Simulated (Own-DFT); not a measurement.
# One host, several defects: 2H SiC

No measurement is shown. These are fixed-geometry runs of a retired plane-wave code named Own-DFT, which no person has reviewed; spin and spin-orbit coupling are neglected.

Common settings: PBE; PseudoDojo norm-conserving scalar-relativistic files; cutoff 42 hartree; 4 x 4 x 3 k mesh centred on Gamma; Fermi-Dirac smearing of 0.1 eV.

Caveats (not all hold for every row): not probed for a lower state with spin; forces on such cells moved up to 12 meV/angstrom on a denser k mesh; forces on such cells passed a denser k mesh, each cell not checked; stress not checked against mesh or cutoff.

All runs share one cell, with vectors in Å (9.248, 0.000, 0.000); (-4.624, 8.009, 0.000); (0.000, 0.000, 10.068) and a volume of 745.7 Å³. The atoms are randomly displaced, by u rms on each axis. The defect's site can differ from row to row.

| cell | formula | u (Å) | P (GPa) |
|---|---|---|---|
| no defect | C36Si36 | 0.0262 | 3.69 |
| no defect | C36Si36 | 0.0293 | 3.87 |
| no defect | C36Si36 | 0.0606 | 6.65 |
| one Al on a Si site and one N on a C site | AlC35NSi35 | 0.0271 | 3.88 |
| one Al on a Si site and one N on a C site | AlC35NSi35 | 0.0280 | 3.86 |
| one Al on a Si site and one N on a C site | AlC35NSi35 | 0.0483 | 5.38 |
| one C on a Si site | C37Si35 | 0.0289 | 1.96 |
| one C on a Si site | C37Si35 | 0.0302 | 1.95 |
| one C on a Si site | C37Si35 | 0.0498 | ? |
| one C on a Si site | C37Si35 | 0.0524 | 3.95 |
| one C vacancy | C35Si36 | 0.0281 | 3.54 |
| one C vacancy | C35Si36 | 0.0296 | 3.63 |
| one C vacancy | C35Si36 | 0.0302 | 3.48 |
| two N on a C site each | C34N2Si36 | 0.0290 | 2.76 |
| two N on a C site each | C34N2Si36 | 0.0329 | 3.18 |
| two N on a C site each | C34N2Si36 | 0.0512 | 4.33 |

## What the rows give

P = P0 + c u² + a shift for each defect gives P0 = 3.04 GPa, c = 974 ± 32 GPa/Å² and a scatter of 0.11 GPa. The shifts, and each times the cell's volume:

- one Al on a Si site and one N on a C site: 0.08 ± 0.09 GPa, 0.4 eV (not resolved)
- one C vacancy: -0.33 ± 0.09 GPa, -1.5 eV
- two N on a C site each: -1.09 ± 0.09 GPa, -5.1 eV (-2.5 eV for each of its 2 sites)
- one C on a Si site: -1.88 ± 0.09 GPa, -8.7 eV

A positive shift means that the defect pushes the cell outwards. Shift times volume (160.2 GPa Å³ is 1 eV) depends little on the cell's size, so, taken for each site, it can be compared between cells at like pressure. The atoms around the defects weren't relaxed, which would change these numbers.

## Withheld run

Q: what pressure belongs in the blank (one C on a Si site, u = 0.0498 Å)?

The fit gives 3.58 ± 0.13 GPa. DFT gave 2.70 GPa. The miss is larger than the scatter suggests: chance, or a term that the fit lacks.
